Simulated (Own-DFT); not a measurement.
# A change of arrangement and its cost: In32P32, 64 atoms

Calculated results; nothing here was measured. They come from Own-DFT, an in-house plane-wave density functional program, since retired, whose code no person has reviewed. Each row is one single-point run on a periodic cell that was not relaxed, without spin or spin-orbit coupling.

Settings of every run: PBE; PseudoDojo norm-conserving scalar-relativistic files; cutoff 36 hartree; 3 x 3 x 3 k mesh centred on Gamma; Fermi-Dirac smearing of 0.1 eV.

Known limits, some of them of some rows only: not probed for a lower state with spin; forces on such cells moved up to 12 meV/angstrom on a denser k mesh; stress not checked against mesh or cutoff.

All cells hold the same atoms in the same cell, with vectors in Å (11.737, 0.000, 0.000); (0.000, 11.737, 0.000); (0.000, 0.000, 11.737). Every atom was moved at random from its ideal site; u is the rms move along one axis. The defect's site can differ from row to row. E is the free energy of the cell above the lowest run. The arrangements:

- A: zincblende InP
- B: zincblende InP, with one In on a P site and one P on an In site, 2.5 Å apart

| arrangement | u (Å) | E (eV) | P (GPa) |
|---|---|---|---|
| A | 0.0186 | 0.035 | 3.20 |
| A | 0.0190 | 0.000 | 3.19 |
| A | 0.0194 | 0.051 | 3.20 |
| A | 0.0461 | 1.680 | 3.53 |
| A | 0.0509 | 2.215 | 3.63 |
| A | 0.0526 | 2.415 | 3.67 |
| B | 0.0268 | 4.172 | 3.55 |
| B | 0.0300 | 4.459 | 3.61 |
| B | 0.0312 | 4.637 | 3.65 |
| B | 0.0478 | 6.192 | 3.99 |
| B | 0.0492 | 6.223 | 3.99 |
| B | 0.0510 | 6.196 | 3.96 |

Question: once the cost of the random moves is taken out, how do the arrangements rank?

## Worked answer

Fit E = a + b u², with one b for all and one a for each arrangement, and with residuals divided by u², since the noise grows with the moves. Then b = 1042 eV/Å², the scatter at u = 0.04 Å is 0.14 eV, and against A:

- B: 3.87 ± 0.05 eV (higher)

These are energies of unrelaxed cells. Relaxing the atoms lowers the strained arrangements most, so the gaps would shrink and small ones could change sign.
